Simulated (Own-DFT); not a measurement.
# One trend across several semiconductors

Calculated, not measured: single-point runs of Own-DFT, a retired in-house plane-wave DFT program that no person has reviewed, on unrelaxed cells, without spin or spin-orbit coupling.

Known weak points (not all hold for every row): forces on such cells moved up to 12 meV/angstrom on a denser k mesh; forces not confirmed at this smearing and k mesh; k mesh not checked against a denser one; forces on such cells passed a denser k mesh, each cell not checked; stress not checked against mesh or cutoff.

All runs are PBE with PseudoDojo norm-conserving files; cutoff and k mesh are each material's own. Every cell starts from measured lattice constants and was given uniform random strains and small random moves of its atoms. Each triple is the change of volume in per cent, the rms move u in Å and the pressure in GPa.

- 2H SiC (C36Si36), 10.36 Å³/atom unstrained: (-1.56, 0.048, 9.01); (-1.04, 0.049, 7.91); (-0.34, 0.050, 6.36); (-0.14, 0.052, 6.24); (1.64, 0.049, 2.29); (3.09, 0.049, -1.25); (3.37, 0.049, -1.64)
- wurtzite AlN (Al36N36), 10.45 Å³/atom unstrained: (-3.08, 0.053, 12.88); (-0.96, 0.048, 7.68); (-0.58, 0.052, 6.93); (-0.46, 0.051, 6.87); (0.96, 0.053, 4.03); (2.25, 0.045, 0.58); (3.28, 0.053, -0.61)
- wurtzite GaN (Ga36N36), 11.42 Å³/atom unstrained: (-2.21, 0.048, 11.89); (-1.68, 0.047, 10.55); (-1.51, 0.051, 10.34); (-0.95, 0.054, 9.76); (0.88, 0.049, 5.41); (1.65, 0.049, 4.06); (3.05, 0.051, 1.55)
- diamond silicon (Si64), 20.02 Å³/atom unstrained: (-3.52, 0.050, 6.40); (-0.85, 0.050, 3.37); (-0.45, 0.050, 3.02); (-0.33, 0.052, 2.90); (-0.07, 0.055, 3.10); (0.90, 0.049, 1.89); (1.13, 0.052, 1.53)
- zincblende InP (In48P48), 25.27 Å³/atom unstrained: withheld
- grey tin (Sn64), 34.15 Å³/atom unstrained: (-3.37, 0.048, 5.59); (-3.18, 0.055, 5.51); (-0.53, 0.049, 3.85); (-0.25, 0.052, 3.94); (0.53, 0.046, 3.45); (1.57, 0.049, 3.01); (1.66, 0.051, 2.95)

## Analysis

Fit a line to each set against the fractional change of volume; B is minus its slope, and u is nearly the same within a set. To take it to zero pressure, assume that B rises by 4 GPa for each GPa: B0 = B - 4 x (mean pressure). The bond length of an ideal tetrahedral crystal with the unstrained volume v is d = (√3/4)(8 v)^(1/3). Cohen's empirical rule reads B0 = (1971 - 220 L) d^(-3.5) GPa, with L = 0 for group IV crystals and SiC and 1 for III-V compounds.

```
material,L,d (Å),B (GPa),mean P (GPa),B0 (GPa),rule (GPa)
2H SiC (C36Si36),0,1.888,219 ± 3,4.1,202 ± 3,213
wurtzite AlN (Al36N36),1,1.893,214 ± 8,5.5,192 ± 8,188
wurtzite GaN (Ga36N36),1,1.950,198 ± 6,7.7,168 ± 6,169
diamond silicon (Si64),0,2.352,102 ± 5,3.2,90 ± 5,99
zincblende InP (In48P48),1,2.541,?,?,?,67
grey tin (Sn64),0,2.810,53 ± 2,4.0,37 ± 2,53
```

A line through ln[B0/(1971 - 220 L)] against ln d has a slope of -4.3 ± 0.2 and a scatter of 6 %. Against the rule, B0 stands at 95 % for 2H SiC, 103 % for wurtzite AlN, 99 % for wurtzite GaN, 91 % for diamond silicon, 69 % for grey tin. PBE tends to make silicon and heavier crystals too soft, and the rule itself is only a guide.

## The run left out

The question: what B0 does the fitted trend give for zincblende InP (In48P48)?

The line gives 53 GPa. Its own runs give B = 76 ± 2 GPa at a mean pressure of 4.0 GPa, so B0 = 59 GPa.
